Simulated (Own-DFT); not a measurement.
# Which defects push the lattice out? C11b WSi2

Everything here is calculated. The program is Own-DFT (plane waves, in-house, since retired, never reviewed by a person); positions were held fixed, and spin and spin-orbit coupling were off.

Method: PBEsol; PseudoDojo norm-conserving scalar-relativistic files, made for PBE; cutoff 50 hartree; 5 x 5 x 5 k mesh centred on Gamma; cold (Marzari-Vanderbilt) smearing of 0.2 eV.

Keep in mind: forces on such cells failed a check on a denser k mesh; stress not checked against mesh or cutoff.

All runs share one cell, with vectors in Å (-2.148, -5.953, 3.409); (-6.444, 2.976, 1.136); (-2.553, -2.948, -6.757) and a volume of 403.2 Å³. The atoms are randomly displaced, by u rms on each axis. The defect's site can differ from row to row.

```
cell,formula,u (Å),P (GPa)
no defect,Si20W10,0.0214,0.22
no defect,Si20W10,0.0445,1.79
no defect,Si20W10,0.0462,1.70
one W on a Si site,Si19W11,0.0305,5.58
one W on a Si site,Si19W11,0.0477,6.25
one W on a Si site,Si19W11,0.0519,6.97
one Si on a W site,Si21W9,0.0285,?
one Si on a W site,Si21W9,0.0290,2.35
one Si on a W site,Si21W9,0.0499,3.20
one Si on a W site,Si21W9,0.0527,3.83
one Si vacancy,Si19W10,0.0321,-0.23
one Si vacancy,Si19W10,0.0504,0.86
one Si vacancy,Si19W10,0.0558,0.17
```

## What the rows give

P = P0 + c u² + a shift for each defect gives P0 = 0.28 GPa, c = 632 ± 138 GPa/Å² and a scatter of 0.39 GPa. The shifts, and each times the cell's volume:

- one W on a Si site: 4.75 ± 0.32 GPa, 12.0 eV
- one Si on a W site: 1.57 ± 0.33 GPa, 3.9 eV
- one Si vacancy: -1.42 ± 0.33 GPa, -3.6 eV

Positive is outwards. The product with the volume (160.2 GPa Å³ to the eV) is nearly free of the cell's size; divided by the bulk modulus at the cell's pressure it gives the volume that the defect adds. The atoms around the defects weren't relaxed, which would change these numbers.

## Prediction

Question: what pressure belongs in the blank (one Si on a W site, u = 0.0285 Å)?

Estimate: 2.36 ± 0.48 GPa. The hidden result is 2.52 GPa.
